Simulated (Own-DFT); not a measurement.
# How strain changes the stress of wurtzite AlN, 128 atoms (Al64N64)

All numbers below are calculated, not measured. They come from Own-DFT, an in-house plane-wave density functional program, since retired, whose code no person has reviewed. Each row is one single-point run on a periodic cell that was not relaxed, without spin or spin-orbit coupling.

Settings of every run: PBE; PseudoDojo norm-conserving scalar-relativistic files; cutoff 42 hartree; 2 x 2 x 2 k mesh centred on Gamma; Fermi-Dirac smearing of 0.1 eV.

Known limits: forces on such cells passed a denser k mesh, each cell not checked; stress not checked against mesh or cutoff.

Unstrained cell vectors in Å: (12.448, 0.000, 0.000); (-6.224, 10.780, 0.000); (0.000, 0.000, 9.964). The unstrained cell has measured lattice constants (interpolated for alloys), not those of this functional. That, the random moves and any unrelaxed bonds set the pressure at no strain. Each run strains this cell uniformly, with the atoms carried along. Every atom was also moved at random, by a Gaussian of width 0.05 Å on each axis. Strain is the symmetric tensor, in per cent. Stress is positive in tension, and the pressure is minus a third of its trace.

| run | e_xx (%) | e_yy (%) | e_zz (%) | e_yz (%) | e_xz (%) | e_xy (%) | s_xx (GPa) | s_yy (GPa) | s_zz (GPa) | s_yz (GPa) | s_xz (GPa) | s_xy (GPa) | P (GPa) | E (meV/atom) |
|---|---|---|---|---|---|---|---|---|---|---|---|---|---|---|
| 1 | 1.59 | -0.13 | 0.75 | 1.16 | 0.35 | 0.39 | 1.85 | -4.18 | -1.23 | 3.10 | 0.72 | 0.58 | 1.19 | 5.7 |
| 2 | -1.48 | 0.50 | -0.94 | -0.44 | 0.56 | 0.60 | -14.08 | -5.02 | -11.10 | -0.80 | 1.39 | 1.58 | 10.07 | 22.2 |
| 3 | -0.85 | -0.09 | 0.96 | 1.70 | 0.00 | -0.68 | -8.84 | -8.20 | -1.45 | 4.83 | 0.10 | -2.70 | 6.16 | 22.5 |
| 4 | 1.74 | -1.32 | -1.67 | 0.58 | 0.79 | -1.66 | -1.10 | -11.05 | -13.29 | 1.28 | 3.12 | -4.96 | 8.48 | 26.5 |
| 5 | -0.88 | 1.89 | -1.73 | 0.66 | 0.07 | 1.64 | -8.46 | -0.05 | -13.25 | 2.50 | -0.32 | 7.08 | 7.26 | 12.6 |
| 6 | 1.55 | 0.86 | 1.17 | -0.99 | -1.13 | 0.25 | 3.10 | 1.22 | -0.04 | -2.06 | -2.82 | 1.52 | -1.43 | 0.0 |
| 7 | 0.44 | -0.26 | -0.72 | -1.90 | 1.45 | 1.07 | -4.09 | -7.52 | -10.32 | -5.49 | 3.97 | 3.94 | 7.31 | 24.0 |
| 8 | 0.82 | -1.33 | 0.38 | 1.43 | -1.00 | -1.75 | -1.82 | -13.74 | -6.25 | 4.06 | -3.19 | -7.28 | 7.27 | 42.7 |
| 9 | 0.58 | 1.89 | 0.57 | 1.25 | -0.01 | -1.64 | -2.80 | 3.98 | -0.63 | 2.57 | -0.16 | -5.04 | -0.19 | 14.8 |
| 10 | -1.88 | 1.81 | 0.27 | 0.31 | -0.50 | 0.67 | -11.29 | -1.61 | -2.02 | 0.61 | -0.73 | 1.54 | 4.97 | 7.1 |
| 11 | -0.50 | 1.32 | -0.07 | -0.43 | 0.71 | -1.42 | -7.44 | 0.38 | -5.39 | -1.35 | 0.89 | -3.51 | 4.15 | 7.5 |
| 12 | -1.33 | 0.63 | -0.05 | -0.62 | -1.98 | -1.08 | -10.73 | -4.46 | -7.60 | -2.16 | -5.51 | -4.97 | 7.60 | 19.5 |
| 13 | -0.72 | 0.63 | -0.18 | 0.46 | -1.95 | 0.93 | -7.55 | -4.79 | -6.00 | 0.91 | -5.02 | 3.11 | 6.11 | 13.4 |
| 14 | 0.52 | 1.14 | 0.08 | -0.13 | -1.84 | -1.22 | -1.40 | -0.38 | -4.56 | -0.76 | -4.89 | -4.22 | 2.11 | 4.1 |
| 15 | -0.60 | -1.86 | 1.89 | -1.54 | -1.14 | 2.00 | ? | ? | ? | ? | ? | ? | ? | ? |

E is the free energy for each atom above the lowest run shown.

## Worked fit

Each stress component was fitted by least squares to a constant and the strains of the runs shown, as fractions, with shears doubled. Shear strains stay in the fit of a normal stress only where such slopes are resolved. The slopes, in GPa:

```
stress  at no strain  per e_xx  per e_yy  per e_zz  scatter
  s_xx          -5.5  430 ± 28   73 ± 31   90 ± 33     1.03
  s_yy          -6.6  153 ± 29  510 ± 33   32 ± 35     1.10
  s_zz          -6.1   44 ± 29  108 ± 32  472 ± 34     1.07
```

Each shear stress against twice its own strain: yz 139 ± 7, xz 130 ± 9, xy 168 ± 9 GPa. These are stiffnesses along x, y and z of the frame in which the cell vectors are given, which need not be the crystal's axes. The atoms are held to the strained lattice; where symmetry lets them move under strain, relaxing them would lower some slopes. The table should be nearly symmetric about its diagonal, and what it lacks of that shows the noise. A ninth of its sum, 213 ± 7 GPa, estimates the bulk modulus near the mean pressure of these runs, 5.1 GPa, so it lies above the value at zero pressure.

## Withheld run

Question: what normal stresses and pressure should run 15 give?

The fit gives s_xx = -7.7, s_yy = -16.4, s_zz = 0.5 and P = 7.9 GPa. The calculation gave -10.16, -14.63, 1.43 and P = 7.79 GPa.
